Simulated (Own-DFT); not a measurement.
Simulation results for Hf₃₆O₇₁ (tetragonal hafnia with one neutral oxygen vacancy, atoms displaced)

Computed with Own-DFT development build. A calculation, not a measurement: plane-wave PBE and HSE06 DFT by an unreviewed code, no spin, of a simulated cell at Gamma alone, so results move with cell size and shape, stress positive in tension, energies less offsets, not probed for a lower state with spin; hafnium file: forces about 75 meV/angstrom off all-electron values; oxygen file: force components 24 meV/angstrom off all-electron in a glass; k mesh not checked against a denser one; forces and stress are PBE's, HSE06 gives the energy alone, and its difference from PBE has offsets of its own; offsets are fitted by least squares, one for each functional and potential file, so energies compare only between cells with the same atoms and settings and are not formation energies; the far tail of each file's local potential was reset to the Coulomb form; each entry is a single point on an unrelaxed cell, so the pressure reflects the starting lattice, taken from the Materials Project, from which strain is counted, and rises with the displacements; printed positions are rounded, which can move forces by about a meV/angstrom; the program is a retired in-house code; no spin-orbit coupling.

Settings shared by all entries: first functional PBE; second functional HSE06; exact exchange share 0.25; screening 0.11 1/bohr; exchange divergence Gygi-Baldereschi; potential files PseudoDojo norm-conserving, scalar-relativistic, made for PBE, standard set; wave cutoff 48 hartree; occupations fixed; k mesh 1 x 1 x 1 centred on Gamma.

```yaml
- entry: 1
  formula: Hf36O71
  kind: "tetragonal hafnia with one neutral oxygen vacancy, atoms displaced"
  structure:
    cell_angstrom: [[10.78, 0.0, 0.0], [0.0, 10.78, 0.0], [0.0, 0.0, 10.4493]]
    atoms_fractional:
      - [Hf, 0.0032, 0.99489, 0.99867]
      - [Hf, 0.17569, 0.16942, 0.25014]
      - [O, 0.9987, 0.17466, 0.1541]
      - [O, 0.16968, 0.003, 0.34796]
      - [O, 0.00405, 0.17447, 0.38769]
      - [O, 0.16902, 0.00052, 0.08014]
      - [Hf, 0.9788, 0.9962, 0.49994]
      - [Hf, 0.1595, 0.16034, 0.75197]
      - [O, 0.00233, 0.16376, 0.65563]
      - [O, 0.18664, 0.99551, 0.85469]
      - [O, 0.99135, 0.16391, 0.9051]
      - [O, 0.17198, 0.00925, 0.62136]
      - [Hf, 0.99491, 0.33673, 0.01462]
      - [Hf, 0.16157, 0.50538, 0.25447]
      - [O, 0.9954, 0.49876, 0.15968]
      - [O, 0.15433, 0.34102, 0.3511]
      - [O, 0.00481, 0.49967, 0.4045]
      - [Hf, 0.00371, 0.33627, 0.49911]
      - [Hf, 0.16287, 0.49689, 0.74095]
      - [O, 0.99492, 0.49706, 0.67076]
      - [O, 0.16323, 0.33574, 0.84004]
      - [O, 0.00546, 0.48973, 0.87799]
      - [O, 0.17425, 0.32939, 0.5888]
      - [Hf, 0.0096, 0.66672, 0.00145]
      - [Hf, 0.16254, 0.83382, 0.2497]
      - [O, 0.98178, 0.83507, 0.15736]
      - [O, 0.16021, 0.68377, 0.34567]
      - [O, 0.006, 0.8338, 0.41787]
      - [O, 0.16872, 0.67776, 0.10748]
      - [Hf, 0.99624, 0.65697, 0.49594]
      - [Hf, 0.16505, 0.83154, 0.74965]
      - [O, 0.9892, 0.82681, 0.65268]
      - [O, 0.17714, 0.67356, 0.84192]
      - [O, 0.00124, 0.83527, 0.9013]
      - [O, 0.16659, 0.66818, 0.59721]
      - [Hf, 0.3365, 0.99925, 0.99544]
      - [Hf, 0.4978, 0.16471, 0.25158]
      - [O, 0.33967, 0.15938, 0.15053]
      - [O, 0.50468, 0.00887, 0.3387]
      - [O, 0.32946, 0.15033, 0.41655]
      - [O, 0.49878, 0.99266, 0.09693]
      - [Hf, 0.34662, 0.00476, 0.51357]
      - [Hf, 0.49461, 0.15296, 0.7624]
      - [O, 0.34322, 0.16807, 0.65867]
      - [O, 0.50009, 0.00472, 0.83601]
      - [O, 0.33364, 0.15719, 0.89897]
      - [O, 0.48777, 0.0042, 0.60073]
      - [Hf, 0.3354, 0.32907, 0.01235]
      - [Hf, 0.51091, 0.50628, 0.24923]
      - [O, 0.32149, 0.49179, 0.14421]
      - [O, 0.49824, 0.32327, 0.35221]
      - [O, 0.32888, 0.51868, 0.40704]
      - [O, 0.50738, 0.33581, 0.09397]
      - [Hf, 0.32079, 0.33314, 0.51032]
      - [Hf, 0.50885, 0.48579, 0.75423]
      - [O, 0.33986, 0.51697, 0.6524]
      - [O, 0.50442, 0.32139, 0.83754]
      - [O, 0.34365, 0.49867, 0.90221]
      - [O, 0.49855, 0.33915, 0.58331]
      - [Hf, 0.32877, 0.66849, 0.01075]
      - [Hf, 0.50263, 0.82214, 0.2506]
      - [O, 0.33231, 0.82483, 0.15486]
      - [O, 0.49454, 0.6737, 0.34673]
      - [O, 0.33393, 0.83584, 0.41672]
      - [O, 0.49159, 0.65731, 0.09491]
      - [Hf, 0.33814, 0.65891, 0.5008]
      - [Hf, 0.51162, 0.83835, 0.74285]
      - [O, 0.33208, 0.83504, 0.64724]
      - [O, 0.49541, 0.66245, 0.8436]
      - [O, 0.33775, 0.84085, 0.89903]
      - [O, 0.48337, 0.66353, 0.59014]
      - [Hf, 0.65334, 0.98302, 0.99997]
      - [Hf, 0.83907, 0.15536, 0.24785]
      - [O, 0.66265, 0.15635, 0.16222]
      - [O, 0.82932, 0.98904, 0.34255]
      - [O, 0.66236, 0.16224, 0.40353]
      - [O, 0.83164, 0.00678, 0.10285]
      - [Hf, 0.65829, 0.00504, 0.50359]
      - [Hf, 0.83019, 0.18173, 0.754]
      - [O, 0.66834, 0.175, 0.65414]
      - [O, 0.84258, 0.99276, 0.84148]
      - [O, 0.65853, 0.14969, 0.89726]
      - [O, 0.8284, 0.00301, 0.61025]
      - [Hf, 0.66641, 0.3378, 0.01602]
      - [Hf, 0.84676, 0.49743, 0.2466]
      - [O, 0.66848, 0.4969, 0.15199]
      - [O, 0.83558, 0.33732, 0.34239]
      - [O, 0.65143, 0.50573, 0.40826]
      - [O, 0.82635, 0.33308, 0.10176]
      - [Hf, 0.67035, 0.32495, 0.51789]
      - [Hf, 0.83745, 0.49853, 0.74941]
      - [O, 0.66763, 0.49653, 0.65622]
      - [O, 0.82365, 0.33412, 0.84201]
      - [O, 0.67803, 0.50335, 0.90439]
      - [O, 0.84387, 0.32628, 0.58569]
      - [Hf, 0.66702, 0.66791, 0.00462]
      - [Hf, 0.84755, 0.83923, 0.23969]
      - [O, 0.65981, 0.83616, 0.14572]
      - [O, 0.8222, 0.65507, 0.34322]
      - [O, 0.67488, 0.82494, 0.40236]
      - [O, 0.83609, 0.66678, 0.10515]
      - [Hf, 0.6824, 0.69181, 0.50059]
      - [Hf, 0.83593, 0.83578, 0.73771]
      - [O, 0.66381, 0.80824, 0.63084]
      - [O, 0.85156, 0.66987, 0.85115]
      - [O, 0.68582, 0.82614, 0.90975]
      - [O, 0.8458, 0.65788, 0.60186]
  results:
    "PBE_energy_of_cell_above_offsets [eV]": "-80.581"
    "HSE06_less_PBE_above_offsets [eV]": "0.846"
    "PBE_pressure [GPa]": 8.39
    "PBE_stress_xx [GPa]": -10.55
    "PBE_stress_yy [GPa]": -5.64
    "PBE_stress_zz [GPa]": -8.99
    "PBE_stress_yz [GPa]": 0.6
    "PBE_stress_xz [GPa]": 2.35
    "PBE_stress_xy [GPa]": 0.88
    force_element: [Hf, Hf, O, O, O, O, Hf, Hf, O, O, O, O, Hf, Hf, O, O, O, Hf, Hf, O, O, O, O, Hf, Hf, O, O, O, O, Hf, Hf, O, O, O, O, Hf, Hf, O, O, O, O, Hf, Hf, O, O, O, O, Hf, Hf, O, O, O, O, Hf, Hf, O, O, O, O, Hf, Hf, O, O, O, O, Hf, Hf, O, O, O, O, Hf, Hf, O, O, O, O, Hf, Hf, O, O, O, O, Hf, Hf, O, O, O, O, Hf, Hf, O, O, O, O, Hf, Hf, O, O, O, O, Hf, Hf, O, O, O, O]
    "force_x [eV/angstrom]": [-1.489, -1.46, 1.562, -1.193, -1.038, -0.712, 3.483, 1.902, -1.46, -2.289, 0.593, -1.299, 1.417, 2.488, 4.037, 1.776, -0.067, -0.114, 2.865, 2.099, 0.734, -0.204, -5.458, -2.353, 2.316, 10.54, -0.779, -1.259, -2.154, 2.15, 1.692, 2.499, -0.831, 1.039, -2.065, -0.918, 1.421, -1.242, 0.498, -0.795, -0.591, -8.398, 0.871, -2.237, 0.853, 0.569, 8.726, -0.714, -0.307, 0.062, -0.71, -1.141, -2.441, 7.767, -1.916, -1.569, 0.235, -0.524, -0.551, 0.893, -1.792, 0.137, 0.405, 0.391, 2.062, -2.182, -4.907, 0.946, 1.497, 0.802, 6.139, 2.269, -1.393, 0.741, 0.84, 1.257, 0.433, 0.242, 0.782, -0.772, -0.181, 1.186, -1.567, 0.284, -6.138, 0.563, 0.095, -0.3, 1.829, -2.258, -2.787, 1.281, 0.022, -0.658, -0.615, 0.214, -10.78, 1.252, 1.69, -0.937, 0.559, -1.869, -0.579, 0.369, -0.449, -1.377, -1.561]
    "force_y [eV/angstrom]": [1.666, -0.993, 0.303, -0.475, -1.622, -0.217, 1.693, -1.083, 0.595, 0.496, 0.941, -0.608, -1.468, 0.223, -0.196, -0.654, -0.036, -2.103, 1.458, -0.64, -1.119, 0.978, 0.573, -0.187, 2.423, -0.024, -2.977, -0.161, -0.71, 2.487, 1.55, 1.077, -2.153, -1.004, -0.706, -0.77, 1.524, 1.264, -3.597, 4.936, -0.028, -3.715, 6.59, 0.939, -7.338, 2.314, -0.695, 1.414, -1.467, -0.332, 1.272, -6.564, 0.005, 0.146, 1.992, -2.689, 1.017, -1.091, 0.352, -0.162, 2.928, 0.269, -1.61, 0.762, 0.008, 5.553, -4.255, 0.429, 1.745, -1.869, 1.247, 3.131, 1.674, 0.856, 2.075, -0.263, -0.698, 0.867, -3.88, -0.733, 0.79, 1.045, -0.578, -0.904, -0.199, 0.358, -0.803, -0.632, 0.004, 2.371, 2.131, -0.656, 0.839, -0.308, 0.05, -1.443, -2.499, -0.984, 1.918, 6.558, -0.219, -11.57, -0.651, 4.7, -0.591, 0.201, 0.201]
    "force_z [eV/angstrom]": [-1.415, 1.23, -0.846, -1.527, 2.054, 2.765, 0.449, 0.885, -0.907, -0.922, 0.49, -2.198, -2.394, 0.71, -3.364, -1.234, -0.636, -1.348, 1.879, -5.377, 0.647, 5.4, 3.503, -2.979, 1.166, -5.138, 0.02, -1.615, -0.534, 1.445, -1.387, -0.752, 1.864, 1.049, -0.29, 0.128, 0.476, -0.209, 2.144, -2.461, -0.578, -2.392, -2.982, -0.639, 3.628, 0.946, 2.813, -2.443, 2.998, 1.254, -1.754, -3.864, 1.108, -3.672, -0.94, 0.715, 1.797, 1.317, 1.768, -3.767, 0.008, 0.317, -0.562, -1.852, 1.171, 1.942, 0.261, 2.41, -0.076, 0.742, 1.765, 0.732, 0.362, -0.86, 2.572, 1.353, -0.617, -1.841, 0.244, -0.574, 0.128, 1.44, -2.087, -3.571, 2.85, -0.292, 0.312, -0.298, 0.01, -3.47, 1.872, 0.054, 1.515, 0.827, 2.108, -0.575, 4.422, 0.509, 0.913, -3.323, -1.274, -0.896, 3.335, 5.007, -0.482, -2.309, -0.3]
- entry: 2
  formula: Hf36O71
  kind: "tetragonal hafnia with one neutral oxygen vacancy, atoms displaced"
  structure:
    cell_angstrom: [[10.78, 0.0, 0.0], [0.0, 10.78, 0.0], [0.0, 0.0, 10.4493]]
    atoms_fractional:
      - [Hf, 0.00346, 0.00135, 0.998]
      - [Hf, 0.16726, 0.1634, 0.24715]
      - [O, 0.00443, 0.16314, 0.1455]
      - [O, 0.16414, 0.99313, 0.34674]
      - [O, 0.00263, 0.15944, 0.39651]
      - [O, 0.16872, 0.99533, 0.0995]
      - [Hf, 0.00259, 0.00258, 0.50826]
      - [Hf, 0.16955, 0.1673, 0.75663]
      - [O, 0.00098, 0.16621, 0.66041]
      - [O, 0.15894, 0.99576, 0.8435]
      - [O, 0.99702, 0.16051, 0.89899]
      - [O, 0.16374, 0.99466, 0.59695]
      - [Hf, 0.99377, 0.3358, 0.99239]
      - [Hf, 0.16407, 0.49561, 0.24907]
      - [O, 0.98727, 0.49563, 0.1506]
      - [O, 0.16987, 0.334, 0.34894]
      - [O, 0.99059, 0.50144, 0.40209]
      - [O, 0.1635, 0.33054, 0.10505]
      - [Hf, 0.0066, 0.33665, 0.50027]
      - [Hf, 0.16682, 0.49374, 0.76055]
      - [O, 0.0056, 0.50303, 0.64889]
      - [O, 0.17178, 0.32709, 0.84468]
      - [O, 4.0e-05, 0.49957, 0.90739]
      - [O, 0.16, 0.32424, 0.60588]
      - [Hf, 0.00294, 0.66521, 0.00049]
      - [Hf, 0.16972, 0.83803, 0.24452]
      - [O, 0.99639, 0.83006, 0.15761]
      - [O, 0.1675, 0.67263, 0.34479]
      - [O, 0.99724, 0.83533, 0.40277]
      - [O, 0.16551, 0.66443, 0.09201]
      - [Hf, 0.00427, 0.66385, 0.49301]
      - [Hf, 0.15846, 0.83869, 0.75176]
      - [O, 0.00289, 0.83252, 0.65667]
      - [O, 0.16774, 0.65911, 0.85077]
      - [O, 0.99411, 0.83298, 0.91189]
      - [O, 0.16519, 0.67002, 0.60054]
      - [Hf, 0.33524, 0.0028, 0.00304]
      - [Hf, 0.49798, 0.168, 0.24918]
      - [O, 0.32968, 0.16488, 0.14615]
      - [O, 0.50008, 0.00119, 0.34777]
      - [O, 0.33221, 0.16472, 0.40039]
      - [O, 0.50416, 0.00284, 0.0983]
      - [Hf, 0.34056, 0.00474, 0.49956]
      - [Hf, 0.50379, 0.171, 0.74115]
      - [O, 0.4988, 0.9987, 0.85099]
      - [O, 0.3345, 0.1603, 0.9003]
      - [O, 0.50273, 0.99522, 0.59602]
      - [Hf, 0.3311, 0.3262, 0.00497]
      - [Hf, 0.49713, 0.5017, 0.24231]
      - [O, 0.32584, 0.49804, 0.15626]
      - [O, 0.50046, 0.32935, 0.34157]
      - [O, 0.33199, 0.49597, 0.40279]
      - [O, 0.49563, 0.3292, 0.09283]
      - [Hf, 0.32782, 0.33176, 0.49798]
      - [Hf, 0.50111, 0.50409, 0.74768]
      - [O, 0.34188, 0.50323, 0.6466]
      - [O, 0.49938, 0.33263, 0.85335]
      - [O, 0.33585, 0.49865, 0.90067]
      - [O, 0.49799, 0.32983, 0.60615]
      - [Hf, 0.33928, 0.66902, 0.99226]
      - [Hf, 0.49855, 0.83993, 0.24903]
      - [O, 0.3227, 0.83087, 0.15527]
      - [O, 0.49688, 0.67009, 0.34754]
      - [O, 0.33149, 0.83071, 0.41046]
      - [O, 0.49652, 0.6667, 0.09335]
      - [Hf, 0.33173, 0.66323, 0.50274]
      - [Hf, 0.49686, 0.82971, 0.75398]
      - [O, 0.33346, 0.83952, 0.65421]
      - [O, 0.50418, 0.67362, 0.85066]
      - [O, 0.33216, 0.83856, 0.90713]
      - [O, 0.50584, 0.67215, 0.60015]
      - [Hf, 0.66933, 0.00173, 0.99716]
      - [Hf, 0.833, 0.17296, 0.25206]
      - [O, 0.67238, 0.16699, 0.15591]
      - [O, 0.83221, 0.00179, 0.34507]
      - [O, 0.67987, 0.17626, 0.402]
      - [O, 0.83726, 0.00149, 0.09431]
      - [Hf, 0.66502, 0.00532, 0.49744]
      - [Hf, 0.82666, 0.16707, 0.74512]
      - [O, 0.66156, 0.15927, 0.64839]
      - [O, 0.84, 0.00166, 0.83944]
      - [O, 0.65771, 0.17074, 0.90551]
      - [O, 0.83304, 0.00404, 0.59718]
      - [Hf, 0.67023, 0.33058, 0.99597]
      - [Hf, 0.83738, 0.4986, 0.25782]
      - [O, 0.66457, 0.49711, 0.15318]
      - [O, 0.83663, 0.32964, 0.34627]
      - [O, 0.66436, 0.49649, 0.40097]
      - [O, 0.82717, 0.33496, 0.09804]
      - [Hf, 0.6685, 0.34337, 0.5023]
      - [Hf, 0.83896, 0.51023, 0.75598]
      - [O, 0.67264, 0.5095, 0.65023]
      - [O, 0.83923, 0.32729, 0.84885]
      - [O, 0.67254, 0.49001, 0.90745]
      - [O, 0.83919, 0.33644, 0.59038]
      - [Hf, 0.66865, 0.66404, 0.99011]
      - [Hf, 0.83755, 0.83163, 0.24864]
      - [O, 0.66527, 0.82931, 0.15035]
      - [O, 0.82897, 0.66284, 0.34101]
      - [O, 0.66482, 0.82968, 0.40395]
      - [O, 0.82693, 0.67044, 0.09333]
      - [Hf, 0.66955, 0.6686, 0.49844]
      - [Hf, 0.83925, 0.82986, 0.74784]
      - [O, 0.67246, 0.83293, 0.65266]
      - [O, 0.84015, 0.6721, 0.848]
      - [O, 0.66302, 0.82583, 0.90934]
      - [O, 0.83001, 0.67093, 0.60489]
  results:
    "PBE_energy_of_cell_above_offsets [eV]": "-97.412"
    "HSE06_less_PBE_above_offsets [eV]": "0.064"
    "PBE_pressure [GPa]": 2.21
    "PBE_stress_xx [GPa]": -0.59
    "PBE_stress_yy [GPa]": -3.26
    "PBE_stress_zz [GPa]": -2.79
    "PBE_stress_yz [GPa]": 0.15
    "PBE_stress_xz [GPa]": -0.72
    "PBE_stress_xy [GPa]": -0.05
    force_element: [Hf, Hf, O, O, O, O, Hf, Hf, O, O, O, O, Hf, Hf, O, O, O, O, Hf, Hf, O, O, O, O, Hf, Hf, O, O, O, O, Hf, Hf, O, O, O, O, Hf, Hf, O, O, O, O, Hf, Hf, O, O, O, Hf, Hf, O, O, O, O, Hf, Hf, O, O, O, O, Hf, Hf, O, O, O, O, Hf, Hf, O, O, O, O, Hf, Hf, O, O, O, O, Hf, Hf, O, O, O, O, Hf, Hf, O, O, O, O, Hf, Hf, O, O, O, O, Hf, Hf, O, O, O, O, Hf, Hf, O, O, O, O]
    "force_x [eV/angstrom]": [-0.93, -1.711, -0.263, 0.6, 0.475, -0.151, -0.966, -0.319, -0.334, 0.218, 0.669, 1.56, -0.588, -0.034, 2.298, -0.43, 0.832, -0.142, -1.367, 0.992, -0.396, -0.366, 0.127, 1.989, -0.658, -2.244, 1.225, -0.526, -0.547, 0.319, 0.114, 2.288, -0.968, -0.349, 0.666, 0.176, 0.75, 1.129, 0.656, 0.042, 0.017, -0.781, -1.332, -1.752, 0.444, -0.725, -0.367, 0.425, 0.706, 0.692, -0.373, -0.199, 0.351, 0.53, -0.007, -1.483, -0.173, -0.028, 0.295, -1.459, 0.711, 3.566, -0.025, 0.428, 0.361, 0.447, 0.689, -0.353, -0.609, 0.044, -0.882, 0.297, 0.8, -1.645, -0.546, -1.116, -0.629, 1.665, 1.727, 0.99, -1.068, 0.79, -0.109, -1.167, -2.229, -0.196, 0.476, -0.054, 1.63, 0.059, -0.346, -0.44, -0.078, 0.282, -0.803, -0.18, -1.312, -0.387, 0.227, -0.104, 1.166, -0.534, -1.362, -0.677, -0.364, 0.549, 1.696]
    "force_y [eV/angstrom]": [0.384, -0.603, 0.34, 1.598, 1.524, 0.377, -0.194, -1.579, -0.077, 1.201, 1.622, 0.66, -2.454, 1.267, 0.22, -0.301, -0.572, 0.502, -1.645, 1.529, -0.236, 1.121, -0.15, 0.353, 1.187, -0.703, -0.204, -1.907, -0.693, -0.356, 1.972, -1.619, 0.077, 0.971, -0.462, -0.395, -0.599, 0.183, -0.001, 0.724, 0.694, -0.162, -2.202, -0.29, 0.234, 0.802, 0.785, 0.612, 0.5, -0.19, 0.723, 0.403, -0.03, 0.026, -0.901, -0.249, 0.404, -0.203, 0.027, -0.18, -1.762, 0.184, -0.804, 0.807, -0.413, 0.95, 2.119, -0.505, -2.422, -0.798, -0.413, -0.87, -2.073, -0.199, -0.34, -0.654, -0.309, -0.801, -1.064, 0.528, -0.218, -1.41, 0.033, -0.091, -0.596, 0.094, 1.637, 0.713, -0.414, -1.192, -1.14, -1.048, 1.281, 2.116, -0.18, -0.165, 0.961, 0.619, 0.732, 1.186, -0.34, 0.421, 1.558, 0.286, -1.481, 2.123, -0.52]
    "force_z [eV/angstrom]": [0.828, 0.424, 0.489, -0.004, 0.957, -0.432, -1.77, -1.668, -0.699, 1.045, 0.436, 0.437, 2.145, -0.584, -0.126, 0.711, -0.332, -1.015, -0.395, -1.56, 0.884, 1.755, -1.675, -0.565, 1.446, 1.604, -0.792, 0.332, 0.923, 0.252, 0.928, -0.608, -0.596, -0.515, -1.033, -0.634, -0.261, -0.879, 0.42, 0.32, 0.112, 0.3, 0.68, 1.84, -0.703, -0.379, 0.076, -0.649, 0.644, -0.586, 0.67, 0.035, 0.65, 0.46, 0.377, 0.699, -1.419, 0.025, -1.005, 0.978, -0.054, -0.994, -0.583, -0.42, 0.218, -0.26, -1.475, 0.848, -0.083, -0.36, 0.021, 0.586, -0.455, -0.387, -0.169, 0.651, -0.553, -0.442, -0.044, -0.104, 0.506, -1.24, -0.24, 1.913, -1.623, 0.299, 0.674, 0.151, -0.358, -0.375, -1.508, 0.914, -0.394, -2.001, 0.722, 3.005, 0.174, 0.703, 1.319, -0.151, -0.246, 0.164, -0.424, 0.652, 0.449, -1.175, -0.85]
```
